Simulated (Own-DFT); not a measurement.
# Strain and stress in wurtzite GaN, 72 atoms (Ga36N36)

These are calculations, not measurements. They come from Own-DFT, an in-house plane-wave density functional program, since retired, whose code no person has reviewed. Each row is one single-point run on a periodic cell that was not relaxed, without spin or spin-orbit coupling.

Settings of every run: PBE; PseudoDojo norm-conserving scalar-relativistic files; cutoff 42 hartree; 4 x 4 x 3 k mesh centred on Gamma; Fermi-Dirac smearing of 0.1 eV.

Known limits: forces not confirmed at this smearing and k mesh; stress not checked against mesh or cutoff.

Unstrained cell vectors in Å: (9.567, 0.000, 0.000); (-4.783, 8.285, 0.000); (0.000, 0.000, 10.370). The unstrained cell has measured lattice constants (interpolated for alloys), not those of this functional. That, the random moves and any unrelaxed bonds set the pressure at no strain. Each run strains this cell uniformly, with the atoms carried along. Every atom was also moved at random, by a Gaussian of width 0.05 Å on each axis. Strain is the symmetric tensor, in per cent. Stress is positive in tension, and the pressure is minus a third of its trace.

```
run,e_xx (%),e_yy (%),e_zz (%),e_yz (%),e_xz (%),e_xy (%),s_xx (GPa),s_yy (GPa),s_zz (GPa),s_yz (GPa),s_xz (GPa),s_xy (GPa),P (GPa),E (meV/atom)
1,-1.74,0.58,-1.97,-0.41,1.42,-0.83,-17.51,-8.90,-17.05,-1.22,2.72,-2.61,14.49,34.7
2,0.37,1.07,-0.56,0.95,1.51,0.90,-4.70,-4.60,-9.23,0.94,3.66,2.39,6.18,14.7
3,0.22,0.14,0.07,1.24,1.85,0.65,-5.40,-6.48,-8.19,2.67,3.67,2.21,6.69,6.5
4,-1.61,1.50,0.04,1.19,-0.38,0.20,-13.89,-4.35,-6.69,2.36,-0.46,-1.01,8.31,23.0
5,-0.82,1.92,-0.75,-1.66,-1.26,1.21,-8.57,-2.82,-10.24,-4.03,-2.20,2.88,7.21,15.9
6,0.28,-1.68,0.31,-1.82,0.33,-0.87,-9.30,-15.92,-6.29,-3.81,-0.03,-4.89,10.50,31.6
7,1.38,1.74,0.71,0.43,-1.16,-0.86,0.25,0.60,-2.69,0.28,-2.51,-2.29,0.62,0.0
8,-1.17,0.49,-0.46,1.97,-0.60,0.20,-12.31,-6.71,-10.96,4.54,-1.32,1.22,10.00,15.5
9,-1.36,-0.49,-1.41,0.13,-0.52,-0.91,-15.65,-11.44,-16.89,0.00,-1.87,-3.00,14.66,30.2
10,-0.57,0.63,-1.97,-0.15,-1.77,-1.68,-11.53,-7.77,-17.46,0.47,-4.24,-4.46,12.26,44.8
11,-1.55,0.96,1.89,-1.47,-0.88,-0.02,-12.12,-4.04,-0.59,-3.60,-0.84,-1.92,5.58,16.3
12,1.07,0.22,-1.80,-1.19,-0.89,-1.57,-3.52,-6.33,-18.36,-2.54,-2.51,-4.26,9.40,34.0
13,-1.38,-0.86,0.43,-0.42,0.72,1.10,-14.51,-11.20,-7.98,-1.60,1.22,3.86,11.23,12.3
14,-1.13,-0.35,0.55,-0.37,0.92,1.98,-13.19,-9.82,-6.37,-0.91,1.40,6.62,9.79,15.7
15,0.39,-0.07,-1.38,-0.01,1.41,1.49,-5.49,-10.89,-14.26,0.41,3.25,4.39,10.21,25.4
16,1.56,-1.59,1.85,0.06,0.23,-0.90,?,?,?,?,?,?,?,?
```

E is the free energy for each atom above the lowest run shown.

## Worked fit

Each stress component was fitted by least squares to a constant and the strains of the runs shown, as fractions, with shears doubled. Shear strains stay in the fit of a normal stress only where such slopes are resolved. The slopes, in GPa:

```
stress,at no strain,per e_xx,per e_yy,per e_zz,scatter
s_xx,-7.7,468 ± 24,127 ± 25,67 ± 22,0.92
s_yy,-8.2,75 ± 28,386 ± 29,77 ± 26,1.09
s_zz,-8.3,41 ± 29,79 ± 30,475 ± 27,1.12
```

Each shear stress against twice its own strain: yz 113 ± 6, xz 110 ± 6, xy 167 ± 16 GPa. These are stiffnesses along x, y and z of the frame in which the cell vectors are given, which need not be the crystal's axes. The atoms are held to the strained lattice; where symmetry lets them move under strain, relaxing them would lower some slopes. The table should be nearly symmetric about its diagonal, and what it lacks of that shows the noise. A ninth of its sum, 200 ± 4 GPa, estimates the bulk modulus near the mean pressure of these runs, 9.1 GPa, so it lies above the value at zero pressure.

## Withheld run

Question: what normal stresses and pressure should run 16 give?

The fit gives s_xx = -1.1, s_yy = -11.7, s_zz = -0.1 and P = 4.3 GPa. The calculation gave -1.18, -11.90, -0.37 and P = 4.48 GPa.
